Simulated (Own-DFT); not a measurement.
## Calculated data, Hf$_{16}$O$_{31}$ (monoclinic hafnia with two neutral oxygen vacancies, strained, atoms displaced), Hf$_{16}$O$_{31}$ (monoclinic hafnia with two neutral oxygen vacancies, atoms displaced)

Computed with Own-DFT development build. A calculation, not a measurement: plane-wave PBE and HSE06 DFT by an unreviewed code, no spin, of a simulated cell at Gamma alone, so results move with cell size and shape, stress positive in tension, energies less offsets, not probed for a lower state with spin; hafnium file: forces about 75 meV/angstrom off all-electron values; oxygen file: force components 24 meV/angstrom off all-electron in a glass; k mesh not checked against a denser one; forces and stress are PBE's, HSE06 gives the energy alone, and its difference from PBE has offsets of its own; offsets are fitted by least squares, one for each functional and potential file, so energies compare only between cells with the same atoms and settings and are not formation energies; the far tail of each file's local potential was reset to the Coulomb form; each entry is a single point on an unrelaxed cell, so the pressure reflects the starting lattice, mostly measured values, from which strain is counted, and rises with the displacements; printed positions are rounded, which can move forces by about a meV/angstrom; the program is a retired in-house code; no spin-orbit coupling.

Common to all runs: first functional PBE; second functional HSE06; exact exchange share 0.25; screening 0.11 1/bohr; exchange divergence Gygi-Baldereschi; potential files PseudoDojo norm-conserving, scalar-relativistic, made for PBE, standard set; wave cutoff 48 hartree; occupations fixed; k mesh 1 x 1 x 1 centred on Gamma.

```yaml
- entry: 1
  formula: Hf16O31
  kind: "monoclinic hafnia with two neutral oxygen vacancies, strained, atoms displaced"
  structure:
    cell_angstrom:
      - [10.4342, -0.1681, 0.1114]
      - [-0.17, 10.1736, -0.1269]
      - [-1.615, -0.1002, 10.3897]
    atoms_fractional:
      - [Hf, 0.14067, 0.04446, 0.11198]
      - [Hf, 0.37756, 0.26416, 0.15737]
      - [Hf, 0.35505, 0.48249, 0.39016]
      - [Hf, 0.14549, 0.22962, 0.35078]
      - [O, 0.03806, 0.17596, 0.17232]
      - [O, 0.45008, 0.41314, 0.06844]
      - [O, 0.44671, 0.32101, 0.32385]
      - [O, 0.03721, 0.07805, 0.42571]
      - [O, 0.22004, 0.38217, 0.23166]
      - [O, 0.2852, 0.1337, 0.02141]
      - [O, 0.28193, 0.12638, 0.26991]
      - [O, 0.22222, 0.36762, 0.49077]
      - [Hf, 0.13278, 0.00294, 0.59926]
      - [Hf, 0.3646, 0.27695, 0.65017]
      - [Hf, 0.36344, 0.48418, 0.89959]
      - [Hf, 0.13734, 0.24206, 0.85293]
      - [O, 0.03991, 0.16214, 0.668]
      - [O, 0.45018, 0.41481, 0.5711]
      - [O, 0.45406, 0.31799, 0.80665]
      - [O, 0.04567, 0.08669, 0.91039]
      - [O, 0.22596, 0.38892, 0.74378]
      - [O, 0.27735, 0.11481, 0.51375]
      - [O, 0.26879, 0.11478, 0.75657]
      - [O, 0.22986, 0.36593, 0.98566]
      - [Hf, 0.12587, 0.52545, 0.10174]
      - [Hf, 0.36414, 0.76489, 0.14288]
      - [Hf, 0.35754, 0.98587, 0.39296]
      - [Hf, 0.13843, 0.71694, 0.34777]
      - [O, 0.04331, 0.6661, 0.18704]
      - [O, 0.46068, 0.90378, 0.08088]
      - [O, 0.45133, 0.84178, 0.33327]
      - [O, 0.03078, 0.58028, 0.42047]
      - [O, 0.23459, 0.88663, 0.2442]
      - [O, 0.29319, 0.62437, 0.01086]
      - [O, 0.2826, 0.62455, 0.24328]
      - [O, 0.22005, 0.86535, 0.48049]
      - [Hf, 0.14361, 0.5193, 0.59909]
      - [Hf, 0.36026, 0.77024, 0.64457]
      - [Hf, 0.35901, 0.97437, 0.89073]
      - [Hf, 0.13738, 0.73187, 0.8594]
      - [O, 0.04358, 0.65573, 0.67506]
      - [O, 0.44978, 0.91918, 0.56206]
      - [O, 0.46434, 0.84542, 0.82832]
      - [O, 0.03181, 0.57818, 0.9044]
      - [O, 0.21915, 0.87692, 0.73624]
      - [O, 0.26629, 0.62818, 0.49798]
      - [O, 0.28257, 0.6283, 0.7695]
      - [O, 0.21128, 0.85522, 0.98756]
      - [Hf, 0.62988, 0.02949, 0.09352]
      - [Hf, 0.86514, 0.25994, 0.1382]
      - [Hf, 0.87434, 0.47952, 0.3946]
      - [Hf, 0.64286, 0.22923, 0.37529]
      - [O, 0.54515, 0.17238, 0.17186]
      - [O, 0.95621, 0.41387, 0.06959]
      - [O, 0.96872, 0.32918, 0.33093]
      - [O, 0.54166, 0.0808, 0.42809]
      - [O, 0.73424, 0.36563, 0.24239]
      - [O, 0.76912, 0.11616, 0.0197]
      - [O, 0.77671, 0.11404, 0.27139]
      - [O, 0.73273, 0.37046, 0.48578]
      - [Hf, 0.63652, 0.00401, 0.60615]
      - [Hf, 0.86931, 0.26975, 0.64645]
      - [Hf, 0.86462, 0.47994, 0.90197]
      - [Hf, 0.63616, 0.2204, 0.85996]
      - [O, 0.55046, 0.15884, 0.67105]
      - [O, 0.94923, 0.39637, 0.58488]
      - [O, 0.96885, 0.33738, 0.83103]
      - [O, 0.53124, 0.09102, 0.92617]
      - [O, 0.71309, 0.38636, 0.73532]
      - [O, 0.77236, 0.11758, 0.51545]
      - [O, 0.76469, 0.12773, 0.75505]
      - [O, 0.73117, 0.37217, 0.99866]
      - [Hf, 0.63232, 0.5267, 0.09908]
      - [Hf, 0.84917, 0.77044, 0.13587]
      - [Hf, 0.86424, 0.98072, 0.39276]
      - [Hf, 0.643, 0.72273, 0.35479]
      - [O, 0.53669, 0.67226, 0.17566]
      - [O, 0.96998, 0.81983, 0.32285]
      - [O, 0.53407, 0.58369, 0.40699]
      - [O, 0.71564, 0.88056, 0.23689]
      - [O, 0.77425, 0.64042, 0.00985]
      - [O, 0.77204, 0.61868, 0.26672]
      - [O, 0.72455, 0.86008, 0.46941]
      - [Hf, 0.63407, 0.52155, 0.60541]
      - [Hf, 0.86152, 0.78817, 0.64214]
      - [Hf, 0.85108, 0.97428, 0.89841]
      - [Hf, 0.6361, 0.72973, 0.85681]
      - [O, 0.53368, 0.66881, 0.66921]
      - [O, 0.96021, 0.90615, 0.58594]
      - [O, 0.94536, 0.8463, 0.8252]
      - [O, 0.54225, 0.58978, 0.93487]
      - [O, 0.73363, 0.88026, 0.74124]
      - [O, 0.77205, 0.64042, 0.50014]
      - [O, 0.77446, 0.61752, 0.76077]
  results:
    "PBE_energy_of_cell_above_offsets [eV]": "-75.430"
    "HSE06_less_PBE_above_offsets [eV]": "1.093"
    "PBE_pressure [GPa]": 10.4
    "PBE_stress_xx [GPa]": -5.56
    "PBE_stress_yy [GPa]": -14.17
    "PBE_stress_zz [GPa]": -11.47
    "PBE_stress_yz [GPa]": -1.61
    "PBE_stress_xz [GPa]": 1.53
    "PBE_stress_xy [GPa]": -7.24
    force_element: [Hf, Hf, Hf, Hf, O, O, O, O, O, O, O, O, Hf, Hf, Hf, Hf, O, O, O, O, O, O, O, O, Hf, Hf, Hf, Hf, O, O, O, O, O, O, O, O, Hf, Hf, Hf, Hf, O, O, O, O, O, O, O, O, Hf, Hf, Hf, Hf, O, O, O, O, O, O, O, O, Hf, Hf, Hf, Hf, O, O, O, O, O, O, O, O, Hf, Hf, Hf, Hf, O, O, O, O, O, O, O, Hf, Hf, Hf, Hf, O, O, O, O, O, O, O]
    "force_x [eV/angstrom]": [1.639, -1.044, 1.33, -1.516, -0.062, 3.075, 1.777, 0.143, -0.488, -0.628, -1.225, -0.405, 1.949, -2.246, -1.099, 0.298, -0.669, 2.427, 2.249, -1.657, 0.155, -0.68, 0.464, -0.835, 2.734, -0.657, 0.433, 1.335, -1.867, 1.863, 2.424, 1.79, -1.829, -2.049, -1.807, -0.791, -1.622, 0.007, -2.541, -0.613, -0.736, 1.097, 1.564, 0.757, 0.611, 1.034, 0.199, 1.28, -1.454, -2.143, -4.03, 0.489, 0.043, 1.7, 0.649, -0.486, -0.085, 1.426, 0.092, -1.34, -1.084, -4.469, -1.525, 1.252, -1.904, 6.997, -1.136, -1.587, 0.475, 0.863, 0.51, -1.058, -0.095, 1.455, -0.378, -1.444, 0.684, -1.689, -2.034, 1.499, -0.444, 0.727, 0.455, 1.471, -3.742, 1.709, 1.21, -0.4, 4.045, 3.5, -0.962, -2.656, 0.274, -0.949]
    "force_y [eV/angstrom]": [-4.178, 0.419, -0.149, 0.276, -0.149, 1.129, 1.646, 0.278, 0.285, -2.018, 0.904, 0.261, 3.331, -4.742, -1.292, -2.273, 0.355, 2.379, 2.319, -1.245, 0.101, 1.781, 0.08, 1.617, -1.787, 1.673, -1.139, 4.202, -1.414, 3.122, -2.496, 0.12, 0.088, -0.656, -1.881, -0.279, -0.136, 0.784, 2.109, -1.308, 0.916, -1.407, -1.62, 0.566, -1.166, -0.667, 0.289, 2.861, -3.697, 1.706, -1.734, -1.05, -0.031, 0.785, -0.174, 0.154, 0.807, 1.402, 1.115, 0.929, 2.422, -6.769, -0.435, 2.837, 0.464, 8.362, -0.018, -1.444, -0.832, 0.103, -1.394, -0.73, -1.904, 2.914, -0.646, 1.061, -1.275, 1.826, -2.379, -0.696, -1.444, -0.676, 3.477, -0.346, -8.356, 2.122, 0.48, 0.359, 4.924, -2.55, -0.383, -0.123, -2.094, 1.051]
    "force_z [eV/angstrom]": [-2.376, -3.353, -0.705, 2.572, -0.157, 0.717, 4.067, -0.97, 0.62, -0.696, -1.582, -0.654, 0.604, -3.451, -0.845, -1.388, -0.267, -0.847, 5.824, 2.661, -1.075, 0.2, 1.07, 0.564, -0.653, 2.397, 0.184, 1.842, -4.99, -2.405, -0.888, 1.312, -2.206, -1.102, 2.302, 1.332, 1.769, -0.956, 1.09, -3.035, -0.762, 3.313, -1.138, 2.735, 0.596, 1.177, -1.087, 1.59, 4.446, 3.36, -0.744, -2.963, 0.411, 1.444, -0.529, -0.405, -0.715, -1.862, -0.818, 1.213, -1.433, 3.348, -3.548, -3.78, 0.152, -3.942, -0.244, 0.081, 0.832, -0.057, 2.828, -1.138, 3.172, 4.06, -1.374, -1.944, -1.233, 0.179, 1.765, -2.012, -1.058, -1.923, 3.796, -0.741, 1.987, -0.224, -1.552, 0.424, -3.295, 0.51, -1.523, -0.376, 2.101, 0.373]
- entry: 2
  formula: Hf16O31
  kind: "monoclinic hafnia with two neutral oxygen vacancies, atoms displaced"
  structure:
    cell_angstrom: [[10.234, 0.0, 0.0], [0.0, 10.35, 0.0], [-1.6955, 0.0, 10.4453]]
    atoms_fractional:
      - [Hf, 0.13564, 0.01598, 0.10135]
      - [Hf, 0.36144, 0.27596, 0.14314]
      - [Hf, 0.36208, 0.48245, 0.38938]
      - [Hf, 0.13657, 0.23104, 0.3575]
      - [O, 0.04346, 0.16813, 0.18056]
      - [O, 0.45995, 0.41645, 0.07672]
      - [O, 0.46404, 0.33425, 0.32535]
      - [O, 0.03086, 0.0852, 0.42263]
      - [O, 0.22035, 0.38185, 0.24099]
      - [O, 0.27089, 0.12852, 0.00487]
      - [O, 0.27435, 0.12204, 0.25568]
      - [O, 0.22092, 0.36995, 0.4851]
      - [Hf, 0.14414, 0.02467, 0.60472]
      - [Hf, 0.36378, 0.26762, 0.64222]
      - [Hf, 0.35938, 0.4823, 0.89135]
      - [Hf, 0.13864, 0.23275, 0.85639]
      - [O, 0.03485, 0.16446, 0.67988]
      - [O, 0.46347, 0.41442, 0.57162]
      - [O, 0.46461, 0.33175, 0.82444]
      - [O, 0.03583, 0.08357, 0.92167]
      - [O, 0.22607, 0.38085, 0.74257]
      - [O, 0.27455, 0.13004, 0.50928]
      - [O, 0.27784, 0.11838, 0.75735]
      - [O, 0.22618, 0.37148, 0.98791]
      - [Hf, 0.13434, 0.51879, 0.1001]
      - [Hf, 0.36657, 0.76629, 0.14727]
      - [Hf, 0.3648, 0.97729, 0.39543]
      - [Hf, 0.13825, 0.72932, 0.3545]
      - [O, 0.46651, 0.91443, 0.07782]
      - [O, 0.45872, 0.83557, 0.32827]
      - [O, 0.03699, 0.58443, 0.41923]
      - [O, 0.22484, 0.88141, 0.24034]
      - [O, 0.27651, 0.62897, 0.01238]
      - [O, 0.27459, 0.62402, 0.25546]
      - [O, 0.22704, 0.87376, 0.48836]
      - [Hf, 0.13257, 0.5214, 0.60422]
      - [Hf, 0.36077, 0.76741, 0.64852]
      - [Hf, 0.35651, 0.97532, 0.89576]
      - [Hf, 0.13324, 0.73124, 0.85194]
      - [O, 0.03691, 0.66774, 0.66911]
      - [O, 0.46801, 0.91693, 0.57537]
      - [O, 0.46022, 0.84162, 0.8279]
      - [O, 0.22344, 0.88343, 0.73798]
      - [O, 0.27398, 0.62844, 0.50402]
      - [O, 0.27867, 0.61858, 0.75788]
      - [O, 0.22222, 0.87112, 0.98874]
      - [Hf, 0.64082, 0.0198, 0.1044]
      - [Hf, 0.86139, 0.26857, 0.14914]
      - [Hf, 0.85853, 0.47644, 0.39015]
      - [Hf, 0.6421, 0.23274, 0.3506]
      - [O, 0.54258, 0.17197, 0.17473]
      - [O, 0.96399, 0.42007, 0.07339]
      - [O, 0.96256, 0.33361, 0.32497]
      - [O, 0.53476, 0.0841, 0.42266]
      - [O, 0.7259, 0.37099, 0.23511]
      - [O, 0.77387, 0.12856, 0.00626]
      - [O, 0.77641, 0.1256, 0.25974]
      - [O, 0.72108, 0.37247, 0.49326]
      - [Hf, 0.63822, 0.01626, 0.60786]
      - [Hf, 0.86084, 0.26769, 0.6417]
      - [Hf, 0.8622, 0.48025, 0.8951]
      - [Hf, 0.63642, 0.22858, 0.85185]
      - [O, 0.53924, 0.16613, 0.67741]
      - [O, 0.96247, 0.41454, 0.57987]
      - [O, 0.96294, 0.32981, 0.82951]
      - [O, 0.53594, 0.08676, 0.92589]
      - [O, 0.7305, 0.3801, 0.73837]
      - [O, 0.77558, 0.13207, 0.50933]
      - [O, 0.77739, 0.12324, 0.75578]
      - [O, 0.72436, 0.37436, 0.98759]
      - [Hf, 0.64113, 0.52517, 0.10381]
      - [Hf, 0.86549, 0.76673, 0.14713]
      - [Hf, 0.86607, 0.97836, 0.40292]
      - [Hf, 0.63321, 0.73565, 0.35711]
      - [O, 0.54101, 0.66122, 0.17921]
      - [O, 0.96002, 0.92154, 0.07556]
      - [O, 0.96408, 0.82942, 0.31902]
      - [O, 0.53976, 0.58509, 0.42352]
      - [O, 0.72306, 0.88211, 0.24334]
      - [O, 0.77161, 0.62584, 0.00874]
      - [O, 0.77774, 0.61996, 0.25984]
      - [O, 0.72636, 0.87076, 0.48748]
      - [Hf, 0.64333, 0.52109, 0.60335]
      - [Hf, 0.86419, 0.77193, 0.64544]
      - [Hf, 0.86066, 0.98396, 0.89553]
      - [Hf, 0.63991, 0.72983, 0.85403]
      - [O, 0.54373, 0.66927, 0.6731]
      - [O, 0.96344, 0.91475, 0.57636]
      - [O, 0.9662, 0.83733, 0.8226]
      - [O, 0.53226, 0.58208, 0.92537]
      - [O, 0.72618, 0.87962, 0.74173]
      - [O, 0.77665, 0.62817, 0.5054]
      - [O, 0.77148, 0.6186, 0.76562]
      - [O, 0.71967, 0.871, 0.98827]
  results:
    "PBE_energy_of_cell_above_offsets [eV]": "-91.172"
    "HSE06_less_PBE_above_offsets [eV]": "0.419"
    "PBE_pressure [GPa]": 3.54
    "PBE_stress_xx [GPa]": -3.26
    "PBE_stress_yy [GPa]": -3.44
    "PBE_stress_zz [GPa]": -3.91
    "PBE_stress_yz [GPa]": -0.14
    "PBE_stress_xz [GPa]": -0.4
    "PBE_stress_xy [GPa]": 0.01
    force_element: [Hf, Hf, Hf, Hf, O, O, O, O, O, O, O, O, Hf, Hf, Hf, Hf, O, O, O, O, O, O, O, O, Hf, Hf, Hf, Hf, O, O, O, O, O, O, O, Hf, Hf, Hf, Hf, O, O, O, O, O, O, O, Hf, Hf, Hf, Hf, O, O, O, O, O, O, O, O, Hf, Hf, Hf, Hf, O, O, O, O, O, O, O, O, Hf, Hf, Hf, Hf, O, O, O, O, O, O, O, O, Hf, Hf, Hf, Hf, O, O, O, O, O, O, O, O]
    "force_x [eV/angstrom]": [0.656, -0.083, -0.082, 0.999, -1.374, 1.127, 0.104, 0.368, 0.241, 0.412, 0.41, 0.172, -0.71, 0.136, 0.313, 0.008, 0.342, 0.371, -0.196, -0.598, -0.227, 0.058, -0.022, -0.608, 0.839, -0.839, -0.803, 0.553, -0.144, 1.381, -0.944, -0.04, -0.555, -0.589, -0.439, 1.048, 0.653, 0.502, 0.114, -0.482, -0.522, 1.373, -0.196, 0.272, -0.347, -0.019, -0.737, 0.894, 0.376, -1.496, -0.753, 0.145, 0.045, 0.423, -0.432, 0.571, 0.724, 0.489, -0.061, -0.02, 0.063, 0.038, -0.397, 0.559, 0.12, -0.566, -0.473, 0.111, -0.05, 0.034, -0.66, -0.164, -0.54, 0.971, -1.16, -0.331, 0.213, -0.723, 0.281, 0.547, 0.184, -0.375, -0.794, -0.627, 0.101, -0.876, -1.349, 0.701, 0.114, 0.484, 0.015, 0.277, 1.052, 0.417]
    "force_y [eV/angstrom]": [1.288, -1.588, -0.803, -0.625, 0.031, 0.926, 0.317, -0.001, 0.137, 0.26, -0.166, 0.68, 0.087, 0.994, -1.175, -0.616, -0.359, 0.376, 0.521, -0.278, -0.258, -0.218, 0.401, 0.52, 0.495, 0.791, 1.919, 0.387, -0.207, -1.395, -0.652, -0.617, -0.099, -0.13, -0.343, -1.227, 0.545, 1.883, -0.498, 0.573, -0.815, -1.82, -0.973, 0.226, 1.131, -0.422, 0.596, -0.549, 0.724, -1.01, -0.343, 0.056, 0.248, 0.146, 1.58, 0.105, -0.768, 0.063, 1.321, 0.172, -0.807, 0.435, -0.397, 0.698, 0.537, -0.464, -0.001, -0.767, -0.571, -0.317, -1.755, 0.421, 0.338, -0.727, 1.012, -0.776, 0.213, -0.063, -0.398, 0.744, -0.002, 0.125, -0.606, -0.31, 0.231, -0.066, 0.508, 0.117, -0.428, 0.996, -0.308, 0.366, 0.635, -0.152]
    "force_z [eV/angstrom]": [0.856, 0.597, 0.938, -0.938, -1.302, -0.103, -0.026, 0.594, -0.508, 0.571, 0.787, 0.721, 0.144, 0.537, 0.809, -0.475, -0.995, 0.27, 0.12, 0.007, -0.896, 0.048, -0.03, 0.287, 0.333, -0.621, -0.487, -0.47, 0.181, -0.258, 0.001, -0.365, -0.786, 0.185, 0.443, -0.612, -0.64, 0.601, 1.116, 0.496, 0.636, -0.724, -0.14, 0.957, -0.296, -0.173, -0.117, -1.405, 0.861, 0.65, -0.733, 0.504, 0.441, 0.149, 0.447, 0.456, 0.18, -1.111, -1.023, 1.192, -0.081, 0.779, -0.994, -0.667, 0.281, -0.169, -0.218, -0.296, 0.508, 0.131, -0.456, -0.673, -1.712, -0.278, -0.172, 0.294, 0.752, -0.244, -0.14, 0.29, -0.159, 0.978, 0.067, -0.25, 0.014, 0.469, -0.192, 0.21, 0.319, -0.392, -0.178, 0.901, -0.615, 0.022]
```
